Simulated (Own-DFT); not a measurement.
# What random displacements cost in zincblende GaP, 64 atoms (Ga32P32)

These are calculations, not measurements. The program, named Own-DFT, is a retired in-house plane-wave density functional code that no person has reviewed. Each row is one single-point run on a periodic cell that was not relaxed, without spin or spin-orbit coupling.

Settings of every run: PBE; PseudoDojo norm-conserving scalar-relativistic files; cutoff 42 hartree; 3 x 3 x 3 k mesh centred on Gamma; Fermi-Dirac smearing of 0.1 eV.

Known limits, some of them of some rows only: some atoms lie very close together; forces on such cells passed a denser k mesh, each cell not checked; stress not checked against mesh or cutoff.

Cell vectors in Å: (10.901, 0.000, 0.000); (0.000, 10.901, 0.000); (0.000, 0.000, 10.901). In each run every atom was moved at random and independently from its ideal site; u is the rms move along one axis. E is the free energy for each atom above the fitted value at u = 0, and F the rms of the force components.

| run | u (Å) | E (meV/atom) | F (eV/Å) | largest force (eV/Å) | P (GPa) |
|---|---|---|---|---|---|
| 1 | 0.0191 | 6.4 | 0.266 | 0.87 | 2.71 |
| 2 | 0.0198 | 6.5 | 0.264 | 0.87 | 2.71 |
| 3 | 0.0200 | 6.8 | 0.264 | 0.80 | 2.70 |
| 4 | 0.0495 | 42.8 | 0.698 | 2.14 | 3.25 |
| 5 | 0.0513 | ? | ? | ? | ? |
| 6 | 0.0538 | 45.2 | 0.708 | 2.08 | 3.25 |
| 7 | 0.0970 | 140.7 | 1.294 | 4.45 | 4.64 |
| 8 | 0.1001 | 195.4 | 1.731 | 8.84 | 5.40 |
| 9 | 0.1478 | 459.8 | 3.527 | 20.46 | 9.55 |
| 10 | 0.2032 | 720.7 | 3.405 | 13.50 | 13.64 |

## Worked fit

For small independent moves the energy grows as E = (3/2) K u², with K the mean stiffness felt by one atom. The runs with u up to 0.11 Å give K = 11.3 ± 0.6 eV/Å², with residuals divided by u² + 0.0006 Å², since the noise grows with the moves. The scatter is 4.6 meV/atom at u = 0.05 Å. The forces follow F = G u with G = 14.1 eV/Å²; no force at u = 0 is resolved. G exceeds K because the moves of its neighbours add to the force on an atom, and stiffness differs between atoms. At u = 0.203 Å the parabola gives 700 meV/atom and the run 721. The pressure follows P = 2.60 + 250 u² GPa: at fixed volume, shortened bonds push harder than stretched ones pull.

## Withheld run

Question: what energy and rms force should run 5 give?

The fit gives 45 ± 5 meV/atom and about 0.72 eV/Å. The calculation gave 45.0 meV/atom and 0.719 eV/Å.
